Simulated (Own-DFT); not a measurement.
# What it costs to cut wurtzite AlN, m plane (10-10)

Source: density functional calculations with Own-DFT, an unreviewed in-house program that is no longer used. Nothing was measured or relaxed, and spin and spin-orbit coupling are left out.

Caveats (not all hold for every row): some atoms lie very close together; k mesh not checked against a denser one.

Both sets of runs: PBE; PseudoDojo norm-conserving scalar-relativistic files; cutoff 42 hartree; Gaussian smearing of 0.01 eV. The slab has 128 atoms in 16 layers, two equal faces of 62.02 Å² as cut, 15 Å of vacuum, a dipole correction along the normal and a 6 x 3 x 1 mesh. The bulk cell has 72 atoms, the same measured lattice constants and a 4 x 4 x 3 mesh. In the slab only the 32 atoms nearest the faces were moved at random; u is their rms move along one axis. Energies are counted from -174.06 eV for each atom.

| slab run | u (Å) | E (eV, cell) |
|---|---|---|
| 1 | 0.0430 | 20.104 |
| 2 | 0.0491 | 21.693 |
| 3 | 0.0494 | 20.874 |
| 4 | 0.0568 | 21.434 |
| 5 | 0.0853 | 25.601 |
| 6 | 0.0908 | 25.864 |
| 7 | 0.0939 | 28.267 |
| 8 | 0.0970 | 26.930 |
| 9 | 0.0996 | 27.720 |
| 10 | 0.1007 | 28.288 |
| 11 | 0.1062 | 28.490 |
| 12 | 0.1064 | 28.057 |

| bulk run | u (Å) | E (meV/atom) |
|---|---|---|
| 1 | 0.0187 | -3.32 |
| 2 | 0.0189 | -4.50 |
| 3 | 0.0191 | -4.05 |
| 4 | 0.0194 | -1.98 |
| 5 | 0.0195 | -2.10 |
| 6 | 0.0198 | -2.97 |
| 7 | 0.0991 | 310.81 |
| 8 | 0.1034 | 345.28 |
| 9 | 0.1042 | 364.63 |
| 10 | 0.1079 | 388.26 |

Question: what is the energy of the unrelaxed surface?

## Worked answer

Take each set to u = 0 with E = a + b u². Residuals are scaled by 1/(u² + 0.0006 Å²) to tame the large moves. Slab: a = 18.75 ± 0.25 eV. Bulk: a = -15.8 ± 0.4 meV/atom. The excess is 18.75 - 128 x (-0.0158) = 20.78 ± 0.26 eV. Over two faces that is 168 meV/Å², or 2.68 ± 0.03 J/m². Relaxing the faces would lower the energy, and the unlike meshes and the reach from the smallest u down to zero add errors that aren't counted here.
